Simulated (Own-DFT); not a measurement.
# Which way do the neighbours of a vacancy move? hexagonal WC, 63 atoms (C31W32), with one C vacancy

Calculated results; nothing here was measured. The program, named Own-DFT, is a retired in-house plane-wave density functional code that no person has reviewed. Each row is one single-point run on a periodic cell that was not relaxed, without spin or spin-orbit coupling.

Settings of every run: PBE; PseudoDojo norm-conserving scalar-relativistic files; cutoff 50 hartree; 4 x 4 x 4 k mesh centred on Gamma; cold (Marzari-Vanderbilt) smearing of 0.2 eV.

Known limits: forces on such cells moved up to 12 meV/angstrom on a denser k mesh; stress not checked against mesh or cutoff.

Cell vectors in Å: (5.833, -5.052, -2.839); (0.000, -5.052, 8.518); (-5.833, -5.052, -2.839). Every atom was also moved at random, by a Gaussian of width 0.03 Å on each axis. The defect's site can differ from row to row. The empty site has 6 nearest neighbours, all W. For each, d is its distance from the empty site and R the part of its force along the line away from it, positive outwards. The last column is the rms force component on atoms over 4.5 Å away.

```
run  d1 (Å)  d2 (Å)  d3 (Å)  d4 (Å)  d5 (Å)  d6 (Å)  R1 (eV/Å)  R2 (eV/Å)  R3 (eV/Å)  R4 (eV/Å)  R5 (eV/Å)  R6 (eV/Å)  far F (eV/Å)
  1   2.172   2.189   2.200   2.201   2.218   2.224       1.26       1.27       1.08       0.83       0.27       0.03          0.94
  2   2.161   2.170   2.171   2.179   2.184   2.215       1.69       1.75       1.42       1.02       1.01      -0.10          0.72
  3   2.148   2.170   2.211   2.214   2.218   2.231       1.24       1.44       1.01      -0.40       0.22       0.07          0.81
  4   2.133   2.187   2.191   2.197   2.201   2.237       2.38       0.97       1.14       1.12       0.62      -0.64          1.12
  5   2.164   2.190   2.203   2.215   2.230   2.232       1.59       0.78       0.05       0.11      -0.15      -0.62          1.13
  6   2.176   2.191   2.192   2.196   2.241   2.248       1.12       0.41       0.89       0.36      -0.42      -0.62          0.84
  7   2.201   2.212   2.212   2.224   2.246   2.251       1.02       0.26      -0.17      -0.13      -0.93      -0.90          0.94
  8   2.160   2.187   2.208   2.221   2.244   2.248       1.67       1.02       0.52       0.03      -0.11      -0.03          0.95
  9   2.184   2.199   2.222   2.233   2.240   2.243          ?          ?          ?          ?          ?          ?             ?
```

## Worked fit

A straight line through the 48 neighbours shown gives R = 0.55 - 25.5 (d - 2.202) eV/Å, with a scatter of 0.31 left by the moves of the other atoms. The slope, with an error of 1.6, is the pull back towards the neighbour's own site. The constant, 0.55 ± 0.04 eV/Å, is the force at the mean distance: with one bond gone, the neighbours are pushed outwards, away from the empty site. It shows how a relaxation would start, not where it would end, and it depends somewhat on the width of the random moves.

## Withheld run

Question: what mean R should the neighbours of run 9 feel? Their mean d is 2.220 Å.

The line gives 0.10 ± 0.15 eV/Å, by the scatter of the means of the runs shown. The calculation gave R = 0.48, 0.17, 0.26, 0.06, -0.39, 0.09, a mean of 0.11 eV/Å.
